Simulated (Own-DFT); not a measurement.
# Stretching a layer in its plane: wurtzite AlGaN with randomly placed atoms, 96 atoms (Al36Ga12N48)

Everything here is calculated. The program is Own-DFT (plane waves, in-house, since retired, never reviewed by a person); positions were held fixed, and spin and spin-orbit coupling were off.

Settings: PBE; PseudoDojo norm-conserving scalar-relativistic files (stringent for Ga); cutoff 96 hartree; 3 x 4 x 3 k mesh centred on Gamma; Gaussian smearing of 0.01 eV.

Known weak points: k mesh not checked against a denser one; stress not checked against mesh or cutoff.

Unstrained cell vectors in Å: (12.525, 0.000, 0.000); (-4.697, 8.135, 0.000); (0.000, 0.000, 10.066). The unstrained cell has measured lattice constants (interpolated for alloys), not those of this functional. That, the random moves and any unrelaxed bonds set the pressure at no strain. Each run strains x and y alike by e, as a substrate would, and holds the height along z. Each coordinate of each atom was shifted by a normal deviate of width 0.05 Å. The random placing of the alloy's atoms differs from row to row. Stress is positive in tension.

```
e (%),u (Å),(s_xx + s_yy)/2 (GPa),s_zz (GPa)
-2.75,0.051,-23.75,-10.94
-1.75,0.052,-16.79,-10.62
-0.75,0.051,?,?
0.50,0.049,-3.37,-6.30
1.00,0.052,-1.66,-2.97
1.25,0.050,0.96,-6.03
1.75,0.052,2.56,-3.11
2.00,0.048,4.45,-4.46
2.25,0.053,5.54,-5.92
2.50,0.049,6.82,-3.70
```

## Worked fit

With e as a fraction, the in-plane stress is -6.4 + 572 e - 1875 e² GPa (errors 9 and 675, scatter 0.46), and s_zz is -7.1 + 144 e GPa (slope ± 29, scatter 1.48). At e = 0 the first slope is C11 + C12 and the second 2 C13, both with the ions held to the strained lattice and at the cell's own pressure. A free layer would change its height as e changes, and the in-plane slope would drop by 2 C13²/C33 to the biaxial modulus. At fixed height, a misfit of 1 % moves the in-plane stress by about 5.7 GPa and s_zz by 1.4 GPa.

## Withheld run

Question: what are the two stresses at e = -0.75 %?

Estimate: -10.8 and -8.2 GPa. Computed: -10.53 and -8.77 GPa.
